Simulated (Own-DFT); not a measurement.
Hf$_{36}$O$_{71}$ (tetragonal hafnia with one neutral oxygen vacancy, atoms displaced) (calculated)

Computed with Own-DFT development build. A calculation, not a measurement: plane-wave PBE and HSE06 DFT by an unreviewed code, no spin, of a simulated cell at Gamma alone, so results move with cell size and shape, stress positive in tension, energies less offsets, not probed for a lower state with spin; hafnium file: forces about 75 meV/angstrom off all-electron values; oxygen file: force components 24 meV/angstrom off all-electron in a glass; k mesh not checked against a denser one; forces and stress are PBE's, HSE06 gives the energy alone, and its difference from PBE has offsets of its own; offsets are fitted by least squares, one for each functional and potential file, so energies compare only between cells with the same atoms and settings and are not formation energies; the far tail of each file's local potential was reset to the Coulomb form; each entry is a single point on an unrelaxed cell, so the pressure reflects the starting lattice, taken from the Materials Project, from which strain is counted, and rises with the displacements; printed positions are rounded, which can move forces by about a meV/angstrom; the program is a retired in-house code; no spin-orbit coupling.

Common to all runs: first functional PBE; second functional HSE06; exact exchange share 0.25; screening 0.11 1/bohr; exchange divergence Gygi-Baldereschi; potential files PseudoDojo norm-conserving, scalar-relativistic, made for PBE, standard set; wave cutoff 48 hartree; occupations fixed; k mesh 1 x 1 x 1 centred on Gamma.

(1) 
```xyz
107
Lattice="10.7800 0.0000 0.0000 0.0000 10.7800 0.0000 0.0000 0.0000 10.4493" Properties=species:S:1:pos:R:3:force_x:R:1:force_y:R:1:force_z:R:1 formula=Hf36O71 PBE_energy_of_cell_above_offsets=-84.888 HSE06_less_PBE_above_offsets=0.764 PBE_pressure=5.72 PBE_stress_xx=-4.63 PBE_stress_yy=-6.88 PBE_stress_zz=-5.64 PBE_stress_yz=-0.18 PBE_stress_xz=-1.61 PBE_stress_xy=-0.2
Hf    10.7300    10.7329    10.3708      0.674      0.936      0.222
Hf     1.8727     1.6620     2.6379      0.073      1.144     -1.017
O     10.7783     1.7830     1.5678     -0.469      -0.75      0.392
O      1.9578     0.0627     3.7361     -2.642     -1.809     -1.663
O      0.1522     1.9605     4.2866     -2.006     -6.366     -3.327
O      1.7408    10.7237     0.9766     -1.219     -0.335      0.297
Hf    10.6900     0.1449     5.1933      2.409     -1.852      0.349
Hf     1.7427     1.8121     7.8361      2.715     -0.593     -0.985
O     10.6999     1.9335     6.6222      2.165     -2.105      1.721
O      1.8782     0.0306     8.8263      -1.79     -0.387     -0.113
O     10.7736     1.7688     9.3675      0.043      0.858     -0.252
O      1.8941    10.7527     6.1908     -3.772      0.745      1.261
Hf     0.0623     3.6300     0.0258     -0.082     -0.971      1.361
Hf     1.7995     5.5319     2.5910     -1.129     -3.184     -0.504
O     10.7000     5.4325     1.5915      1.326       0.38      0.302
O      1.6735     3.4244     3.5198      1.121      3.919      1.188
O      1.7590     3.6796     1.1102     -0.384      0.716     -2.044
Hf     0.0866     3.5545     5.1346      -1.31      4.948      2.379
Hf     1.6850     5.3607     7.7697      2.675      0.494      0.809
O      0.0273     5.1116     6.8079     -0.662      2.027      0.122
O      1.9567     3.6122     8.7912     -1.399      -0.41      0.739
O      0.1186     5.4522     9.5235     -0.729     -1.632     -1.321
O      1.7987     3.5861     6.2843      0.233     -0.201      -0.41
Hf     0.0952     7.2291    10.4310     -0.301     -0.988      1.141
Hf     1.6984     8.9563     2.6034       3.19      2.722      1.188
O     10.7423     8.9000     1.7053     -0.783      0.378     -2.213
O      1.7905     7.2604     3.5536      0.438      -1.76      1.676
O      0.0316     8.9187     4.2261     -0.007      1.235     -0.012
O      1.8021     7.2909     1.0938       0.21     -0.611     -0.561
Hf    10.6861     7.1782     5.1908      0.406      0.484      0.497
Hf     1.7843     8.9416     7.7406      3.077      0.548     -0.928
O      0.0061     9.0372     6.7800     -0.295      0.754      0.119
O      1.7997     7.0980     8.8402     -0.295      1.499      0.184
O     10.7528     8.8724     9.4192      0.259       1.97     -0.325
O      1.6512     7.2375     6.2833      1.117      -1.06     -0.885
Hf     3.4911    10.7262    10.3739      3.397      3.075      1.579
Hf     5.4993     2.0112     2.6169     -2.132     -6.344     -1.031
O      3.5057     1.9054     1.6035      1.174      0.272      0.222
O      5.3685    10.6596     3.5279      0.557      2.026      1.112
O      3.6213     1.7332     4.3426      0.426       6.03     -2.995
O      5.3109     0.0851     1.2040      0.688     -1.091     -3.113
Hf     3.5925     0.0782     5.1515      2.345     -3.644      2.272
Hf     5.2694     1.8675     7.8024      2.953     -4.502     -0.463
O      3.6966     1.7752     6.7689     -4.396      1.193     -0.151
O      5.4032     0.0518     8.8687     -0.051     -1.451      0.294
O      3.6800     1.7884     9.3525     -1.292      0.651      1.163
O      5.1928    10.6976     6.3516      3.588      0.647     -0.882
Hf     3.6181     3.6981     0.0659     -1.179     -3.246     -0.446
Hf     5.3351     5.3824     2.6587      2.765      1.543     -1.085
O      3.6289     5.3830     1.6588      -0.98     -0.031      0.426
O      5.5535     3.6562     3.5900     -0.427      1.553      1.509
O      3.5472     5.3371     4.2380     -0.114      0.958     -2.727
O      5.3813     3.5445     1.0074      0.509      0.626      0.416
Hf     3.5074     3.7293     5.2859       1.18     -4.767      1.342
Hf     5.4362     5.3960     7.7540      0.909     -0.606      0.522
O      3.6131     5.3438     6.7783     -1.023      1.153      0.542
O      5.3985     3.4993     8.7190      0.178      5.044      2.435
O      3.5299     5.3915     9.6293      0.774      1.699     -1.291
O      5.3261     3.6947     6.2502      0.059      0.417     -1.183
Hf     3.6738     7.2688     0.0575     -1.132      0.372      -2.24
Hf     5.3899     8.8856     2.5945     -0.316      3.373      1.828
O      3.6512     9.0733     1.6643     -2.384     -1.055     -1.369
O      5.5443     7.1593     3.7722     -2.114     -1.297      -1.71
O      3.5817     9.0685     4.2064     -0.257     -4.074      -0.63
O      5.2513     7.1633     1.0768      3.182      0.012      1.212
Hf     3.6046     7.0927     5.0944      0.563      5.355      2.763
Hf     5.3993     9.0380     7.8676     -0.139       1.99     -1.386
O      3.6499     9.0691     6.7423     -2.459     -2.471      1.867
O      5.4058     7.2519     8.9546     -1.083     -2.012     -1.027
O      3.5584     9.1094     9.3828     -0.241     -3.587      -0.23
O      5.4021     7.3109     6.1497      -0.11     -1.913      1.227
Hf     7.2612    10.7222     0.0601     -8.319      1.537     -3.372
Hf     9.0151     1.8920     2.6544     -1.504      0.501     -0.515
O      7.0768     1.7004     1.4844      3.296      0.836      1.603
O      9.0466    10.7429     3.6735       0.49      1.091     -0.994
O      7.2254     1.8243     4.3550     -0.389      -0.72     -2.726
O      8.8744    10.6737     0.8792      5.798     -0.351      3.141
Hf     7.3234    10.7789     5.2740     -6.461     -0.136     -0.819
Hf     9.1016     1.7350     7.7669     -4.383      1.774     -0.348
O      7.2105     1.8301     6.7235      0.368     -0.161      1.642
O      9.0423    10.7051     8.7819      0.555      0.484      0.528
O      7.0977     1.7074     9.3957      1.834      0.724      0.805
O      8.9237     0.0472     6.2208      4.338      0.207      1.737
Hf     7.1531     3.5743    10.3695      0.434     -2.764      0.479
Hf     9.0250     5.4543     2.6456     -2.303     -1.736     -0.012
O      7.2102     5.4096     1.5233     -0.373      0.013      1.539
O      8.7839     3.5770     3.8370      2.582      0.511     -3.609
O      7.2563     5.4901     4.1673     -0.534     -1.239     -0.665
O      8.9929     3.4992     1.0708      0.305      0.036     -0.232
Hf     7.2024     3.7122     5.1802      0.611     -1.626      2.694
Hf     9.1430     5.3591     7.9399     -1.973     -0.246     -2.988
O      7.3263     5.1425     6.7207     -1.228      2.486      1.933
O      8.8470     3.6988     8.7828      1.172     -3.017      1.731
O      7.1365     5.2724     9.5206     -0.444      3.255     -1.829
O      9.0907     3.5923     6.2248     -0.679     -0.159     -0.411
Hf     7.3002     7.1857     0.0313     -3.547     -1.434     -1.542
Hf     8.9310     8.9743     2.5095      0.568     -0.069      3.198
O      7.2538     8.9066     1.6444     -2.157     -0.218      -1.47
O      9.0164     7.0472     3.8262      0.787      1.805     -1.441
O      7.1044     9.0001     4.2368      1.871     -1.066     -0.554
O      8.9211     7.2461     1.0075      3.442     -0.083      1.476
Hf     7.2381     7.1443     5.2108     -0.979      2.381      1.058
Hf     9.0928     8.9183     7.8065     -2.693     -0.355     -0.275
O      7.1942     9.0780     6.7666      1.091     -0.186      1.293
O      8.9737     7.1247     8.8447      0.041      0.509      1.532
O      7.1085     8.8530     9.4369      1.165      1.794      0.492
O      8.9817     7.2818     6.4031       0.94      -1.01     -1.233
```

Units: PBE_energy_of_cell_above_offsets, HSE06_less_PBE_above_offsets in eV; PBE_pressure, PBE_stress_xx, PBE_stress_yy, PBE_stress_zz, PBE_stress_yz, PBE_stress_xz, PBE_stress_xy in GPa; force_x, force_y, force_z in eV/Å.

(2) 
```xyz
107
Lattice="10.7800 0.0000 0.0000 0.0000 10.7800 0.0000 0.0000 0.0000 10.4493" Properties=species:S:1:pos:R:3:force_x:R:1:force_y:R:1:force_z:R:1 formula=Hf36O71 PBE_energy_of_cell_above_offsets=-89.008 HSE06_less_PBE_above_offsets=0.459 PBE_pressure=5.69 PBE_stress_xx=-4.41 PBE_stress_yy=-6.93 PBE_stress_zz=-5.73 PBE_stress_yz=-0.81 PBE_stress_xz=-0.87 PBE_stress_xy=-0.16
Hf     0.0608     0.1668     0.0542      0.931     -3.932      0.908
Hf     1.7950     1.8735     2.7095      1.035     -1.751     -1.505
O      0.0360     1.7839     1.5152      0.367      0.274      0.911
O      1.7450    10.6409     3.5299      0.445      5.564      3.067
O     10.7359     1.8545     4.2451       0.93     -0.362     -0.919
O      1.9198    10.6049     1.1050     -2.042      2.468      -2.57
Hf     0.0661     0.0537     5.2381     -1.694     -1.881     -0.859
Hf     1.7627     1.8445     7.8797       2.71      1.008      0.618
O      0.0939     1.7467     6.7670     -0.019     -0.283      0.021
O      1.6847    10.7407     8.6737        0.6      2.325      2.171
O     10.6854     1.8044     9.5076       0.43      0.196     -2.022
O      1.7843    10.6336     6.2066      0.587      0.889     -0.563
Hf    10.7123     3.5557     0.1195      1.628      3.566     -2.745
Hf     1.9403     5.4078     2.5870     -2.115       0.21     -0.278
O     10.7241     5.4216     1.5681      0.652     -0.671      1.427
O      1.8915     3.5490     3.5918     -0.879      0.851      0.791
O      0.0020     5.3342     4.3426     -0.566     -0.515     -0.847
O      1.8581     3.6541     0.9197     -1.836     -0.944       1.85
Hf     0.1034     3.5872     5.3845     -1.928      1.353     -0.668
Hf     1.7193     5.3576     7.7639      1.067      1.327      2.861
O     10.7773     5.2422     6.8737     -0.811      0.271     -0.592
O      1.8554     3.6412     8.8606     -1.003     -1.822     -0.617
O     10.7467     5.2964     9.5104      0.209      1.041      0.371
O      1.8625     3.5375     6.2835     -1.056     -0.443      0.225
Hf     0.1398     7.1988     0.0342     -0.499     -1.412     -0.056
Hf     1.7228     8.9977     2.6542      0.821     -3.786     -2.326
O      0.0307     8.9082     1.5645      -2.01      0.523     -0.365
O      1.7093     7.1058     3.5814      0.496      0.461       0.89
O      0.1038     8.9138     4.1422     -0.581       1.96      0.362
O      1.8304     7.2278     1.0337      0.307     -0.503      0.746
Hf    10.7513     7.2365     5.1172      1.498     -0.625      1.805
Hf     1.6120     8.9218     7.9194      2.934     -2.367     -1.968
O      0.0280     8.9230     6.7932     -1.989      0.144     -0.249
O      1.7748     7.1200     9.0596     -0.662      0.109       -2.1
O      0.1643     8.9814     9.3364     -2.578      0.595      1.906
O      1.8762     7.2471     6.2948     -1.682     -0.249     -0.714
Hf     3.6737    10.7141    10.3589     -0.421     -0.648      0.782
Hf     5.3943     1.7782     2.4898      1.124      0.335      1.994
O      3.6826     1.8533     1.6271     -2.958     -0.671     -0.279
O      5.4113    10.7577     3.6364      0.234      1.173       0.02
O      3.5822     1.8332     4.3341      -0.84     -1.384     -1.281
O      5.4296    10.6898     0.9225     -1.633       1.19      0.236
Hf     3.4739     0.0289     5.1719      2.457     -2.407       1.57
Hf     5.2997     1.7714     7.9306      1.991      1.138     -1.313
O      3.6141     1.8575     6.9241     -1.792     -0.888      -1.21
O      5.3780    10.7371     8.7873     -0.008      0.213      2.046
O      3.5788     1.8631     9.4037     -0.104     -2.197      0.769
O      5.5359     0.0002     6.3714      -1.39      0.469     -2.238
Hf     3.6417     3.5559     0.0785     -0.291      1.681     -2.237
Hf     5.2949     5.3354     2.6731      0.648      1.093     -0.313
O      3.5543     5.4215     1.5778      1.595     -0.636     -0.196
O      5.4127     3.5090     3.5787      0.115      0.113       0.53
O      3.5755     5.2547     4.0492      0.301      1.351      1.318
O      5.3475     3.5734     1.0589       1.92      -0.04     -0.122
Hf     3.5709     3.5938     5.2730      2.934      1.424      0.885
Hf     5.3101     5.4367     7.9816     -0.874      -1.09     -2.936
O      3.4286     5.3848     6.7910      1.944     -0.422     -0.494
O      5.4090     3.6059     8.7542      0.282     -0.976      2.097
O      3.5378     5.3580     9.4971      1.441      0.376     -0.284
O      5.4067     3.6933     6.3094     -0.723     -0.832     -2.075
Hf     3.6832     7.3024    10.4187     -2.504     -4.321       1.33
Hf     5.3203     8.9798     2.5617     -1.176     -1.097      1.215
O      3.4930     9.0576     1.5736      2.153      -0.63     -0.014
O      5.4143     7.2445     3.7145     -0.936     -1.744     -0.579
O      3.6484     8.9533     4.1982     -0.946      1.207     -0.057
O      5.2635     7.1190     1.0582      2.607      0.323      0.518
Hf     3.6586     7.2366     5.2373      0.602     -0.304       1.94
Hf     5.5311     8.9772     7.7939     -4.102     -0.827     -0.801
O      3.6836     8.9109     6.8288     -0.328      1.006          0
O      5.3408     7.1997     8.8393      1.064      1.013      2.119
O      3.6739     8.8536     9.4355      -0.48      5.157     -1.521
O      5.3491     7.1308     6.4464      0.925     -0.238      -2.15
Hf     7.1891    10.7202    10.4051     -0.309      2.321      0.883
Hf     8.9978     1.9402     2.4959     -0.982     -3.198      1.943
O      7.2108     1.7112     1.6764      0.186       0.69     -1.613
O      9.0286    10.7373     3.6671     -0.118      0.521     -1.008
O      7.2978     1.9197     4.1112     -0.074     -3.384      0.359
O      8.9319     0.0595     0.9458      1.837     -0.561      0.172
Hf     7.1582     0.0162     5.1215     -0.107     -0.454      0.468
Hf     9.1431     1.6854     7.7826     -3.536      3.027      0.056
O      7.1795     1.8224     6.8811      1.169     -0.131      0.005
O      8.8795    10.7467     8.7712      0.405      2.179       2.06
O      9.0560    10.6788     6.2848     -0.449      0.771     -0.411
Hf     7.3030     3.6545     0.0721     -4.458     -0.622     -3.045
Hf     8.9971     5.3215     2.6640     -0.244      3.166     -1.109
O      7.1116     5.3256     1.5819      0.428     -0.064      1.117
O      8.9487     3.5793     3.5383      0.214       0.52      1.016
O      7.1469     5.4366     4.4118      0.692     -1.977     -1.811
O      8.9024     3.7557     1.0008      3.031     -1.369      2.511
Hf     7.2416     3.4592     5.2394     -1.398      2.653      2.868
Hf     8.8668     5.4768     7.7910      1.341      -2.58     -0.226
O      7.1268     5.3103     6.9373      0.503      0.605      0.027
O      9.0417     3.6332     8.8439     -1.115     -1.231      0.761
O      7.0714     5.4258     9.4800      0.002      -2.94     -1.091
O      9.0389     3.5408     6.3445      0.061     -0.672     -1.739
Hf     7.1805     7.0664    10.3440     -0.027       2.59      3.411
Hf     8.9410     8.9765     2.5431     -0.858     -0.119     -0.206
O      6.9780     9.0392     1.6037      3.784     -0.022     -0.729
O      9.0437     7.2536     3.6552      0.003     -1.196      0.311
O      7.1364     8.8504     4.0987      0.965      2.563      0.697
O      8.8573     7.1188     1.0841      0.519       0.91     -0.523
Hf     7.3373     7.1957     5.1808     -2.334      0.224      1.448
Hf     8.8931     9.0807     7.9380      1.211     -3.845     -2.693
O      7.1470     8.9961     6.7839      3.021      -0.35     -0.674
O      8.8486     7.0755     8.8643      0.107      2.915      0.917
O      7.2901     9.0183     9.5194     -0.162     -2.064     -1.963
O      9.0225     7.1771     6.3034       0.16      -0.37      -0.43
```

Units: PBE_energy_of_cell_above_offsets, HSE06_less_PBE_above_offsets in eV; PBE_pressure, PBE_stress_xx, PBE_stress_yy, PBE_stress_zz, PBE_stress_yz, PBE_stress_xz, PBE_stress_xy in GPa; force_x, force_y, force_z in eV/Å.
